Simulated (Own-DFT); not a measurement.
# Energy and forces against displacement in beta-Si3N4, 42 atoms (N24Si18)

These are calculations, not measurements. The program, named Own-DFT, is a retired in-house plane-wave density functional code that no person has reviewed. Each row is one single-point run on a periodic cell that was not relaxed, without spin or spin-orbit coupling.

Settings of every run: PBEsol; PseudoDojo norm-conserving scalar-relativistic files, made for PBE; cutoff 42 hartree; 3 x 3 x 3 k mesh centred on Gamma; Fermi-Dirac smearing of 0.1 eV.

Known limits, some of them of some rows only: some atoms lie very close together; forces on such cells passed a denser k mesh, each cell not checked; stress not checked against mesh or cutoff.

Cell vectors in Å: (7.606, 0.000, 0.000); (-3.803, 6.587, 0.000); (0.000, 0.000, 8.727). In each run every atom was moved at random and independently from its ideal site; u is the rms move along one axis. E is the free energy for each atom above the fitted value at u = 0, and F the rms of the force components.

| run | u (Å) | E (meV/atom) | F (eV/Å) | largest force (eV/Å) | P (GPa) |
|---|---|---|---|---|---|
| 1 | 0.0198 | 14.6 | 0.716 | 2.26 | 2.87 |
| 2 | 0.0198 | 15.2 | 0.735 | 2.62 | 3.03 |
| 3 | 0.0203 | 21.9 | 0.890 | 3.15 | 3.18 |
| 4 | 0.0462 | 105.8 | 1.900 | 6.77 | 5.86 |
| 5 | 0.0468 | 88.8 | 1.718 | 6.78 | 4.65 |
| 6 | 0.0491 | 111.4 | 1.990 | 7.91 | 6.11 |
| 7 | 0.0963 | ? | ? | ? | ? |
| 8 | 0.1038 | 445.6 | 4.236 | 19.38 | 14.27 |
| 9 | 0.1497 | 1244.7 | 9.864 | 50.69 | 38.13 |

## Worked fit

For small independent moves the energy grows as E = (3/2) K u², with K the mean stiffness felt by one atom. The runs with u up to 0.11 Å give K = 29.4 ± 1.7 eV/Å², with residuals divided by u² + 0.0006 Å², since the noise grows with the moves. The scatter is 10.9 meV/atom at u = 0.05 Å. The forces follow F = G u with G = 39.6 eV/Å²; no force at u = 0 is resolved. G exceeds K because the moves of its neighbours add to the force on an atom, and stiffness differs between atoms. At u = 0.150 Å the parabola gives 987 meV/atom and the run 1245. The pressure follows P = 2.84 + 1076 u² GPa: at fixed volume, shortened bonds push harder than stretched ones pull.

## Withheld run

Question: what energy and rms force should run 7 give?

The fit gives 408 ± 42 meV/atom and about 3.81 eV/Å. The calculation gave 352.2 meV/atom and 3.594 eV/Å.
